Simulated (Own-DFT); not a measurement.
# One host, several defects: C11b WSi2

Source: density functional calculations with Own-DFT, an unreviewed in-house program that is no longer used. Nothing was measured or relaxed, and spin and spin-orbit coupling are left out.

All runs used: PBEsol; PseudoDojo norm-conserving scalar-relativistic files, made for PBE; cutoff 50 hartree; 5 x 5 x 5 k mesh centred on Gamma; cold (Marzari-Vanderbilt) smearing of 0.2 eV.

Keep in mind: forces on such cells failed a check on a denser k mesh; stress not checked against mesh or cutoff.

All runs share one cell, with vectors in Å (-2.148, -5.953, 3.409); (-6.444, 2.976, 1.136); (-2.553, -2.948, -6.757) and a volume of 403.2 Å³. Atoms were moved at random from their sites; u is the rms move along one axis. The defect's site can differ from row to row.

| cell | formula | u (Å) | P (GPa) |
|---|---|---|---|
| no defect | Si20W10 | 0.0183 | 0.29 |
| no defect | Si20W10 | 0.0186 | 0.16 |
| no defect | Si20W10 | 0.0475 | 1.51 |
| one W on a Si site | Si19W11 | 0.0297 | 5.43 |
| one W on a Si site | Si19W11 | 0.0479 | 6.96 |
| one W on a Si site | Si19W11 | 0.0498 | 6.84 |
| one Si vacancy | Si19W10 | 0.0293 | -0.69 |
| one Si vacancy | Si19W10 | 0.0303 | -0.48 |
| one Si vacancy | Si19W10 | 0.0517 | 0.37 |
| one Si on a W site | Si21W9 | 0.0298 | 2.23 |
| one Si on a W site | Si21W9 | 0.0301 | 2.34 |
| one Si on a W site | Si21W9 | 0.0457 | ? |
| one Si on a W site | Si21W9 | 0.0519 | 3.93 |

## Working it out

P = P0 + c u² + a shift for each defect gives P0 = -0.08 GPa, c = 751 ± 73 GPa/Å² and a scatter of 0.21 GPa. The shifts, and each times the cell's volume:

- one W on a Si site: 5.08 ± 0.18 GPa, 12.8 eV
- one Si on a W site: 1.79 ± 0.18 GPa, 4.5 eV
- one Si vacancy: -1.30 ± 0.18 GPa, -3.3 eV

Against the defect-free cell, a freed cell would be larger where the shift is positive and smaller where it is negative (160.2 GPa Å³ is 1 eV). The atoms around the defects weren't relaxed, which would change these numbers.

## Check

The question: what pressure belongs in the blank (one Si on a W site, u = 0.0457 Å)?

From the fit: 3.28 ± 0.25 GPa. The run itself gave 2.75 GPa.
